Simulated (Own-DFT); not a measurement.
# How strain changes the stress of wurtzite AlGaN with randomly placed atoms, 96 atoms (Al12Ga36N48)

These are calculations, not measurements. They come from Own-DFT, an in-house plane-wave density functional program, since retired, whose code no person has reviewed. Each row is one single-point run on a periodic cell that was not relaxed, without spin or spin-orbit coupling.

Settings of every run: PBE; PseudoDojo norm-conserving scalar-relativistic files (stringent for Ga); cutoff 96 hartree; 3 x 4 x 3 k mesh centred on Gamma; Gaussian smearing of 0.01 eV.

Known limits: k mesh not checked against a denser one; stress not checked against mesh or cutoff.

Unstrained cell vectors in Å: (12.679, 0.000, 0.000); (-4.755, 8.235, 0.000); (0.000, 0.000, 10.268). The unstrained cell has measured lattice constants (interpolated for alloys), not those of this functional. That, the random moves and any unrelaxed bonds set the pressure at no strain. Each run strains this cell uniformly, with the atoms carried along. Every atom was also moved at random, by a Gaussian of width 0.05 Å on each axis. The random placing of the alloy's atoms differs from row to row. Strain is the symmetric tensor, in per cent. Stress is positive in tension, and the pressure is minus a third of its trace.

| run | e_xx (%) | e_yy (%) | e_zz (%) | s_xx (GPa) | s_yy (GPa) | s_zz (GPa) | P (GPa) | E (meV/atom) |
|---|---|---|---|---|---|---|---|---|
| 1 | 0.25 | 0.25 | 0.00 | -3.77 | -4.95 | -8.95 | 5.89 | 12.6 |
| 2 | 2.50 | 2.50 | 0.00 | 6.12 | 5.54 | -5.05 | -2.20 | 0.1 |
| 3 | 2.75 | 2.75 | 0.00 | 6.28 | 5.71 | -2.70 | -3.10 | 3.8 |
| 4 | 2.00 | 2.00 | 0.00 | 1.99 | 3.28 | -5.22 | -0.02 | 20.0 |
| 5 | 0.75 | 0.75 | 0.00 | -3.13 | -2.03 | -6.13 | 3.76 | 0.0 |
| 6 | 1.75 | 1.75 | 0.00 | 2.37 | 2.10 | -6.01 | 0.52 | 10.5 |
| 7 | -2.75 | -2.75 | 0.00 | -25.54 | -23.13 | -13.04 | 20.57 | 86.2 |
| 8 | -3.00 | -3.00 | 0.00 | -27.19 | -24.28 | -13.20 | 21.56 | 87.4 |
| 9 | -1.00 | -1.00 | 0.00 | ? | ? | ? | ? | ? |

E is the free energy for each atom above the lowest run shown.

## Worked fit

The change of volume is close to e_xx + e_yy + e_zz. A straight line through the runs shown gives P = 8.28 - 217 x (fractional change of volume) GPa, with an error of 7 on the slope and a scatter of 0.89 GPa. The strain isn't the same on all axes and the cell isn't cubic, so the slope belongs to this path and is not the bulk modulus.

## Withheld run

Question: what pressure should run 9 give? Its volume changes by -1.99 %.

The line gives 12.6 GPa. The calculation gave 11.18 GPa.
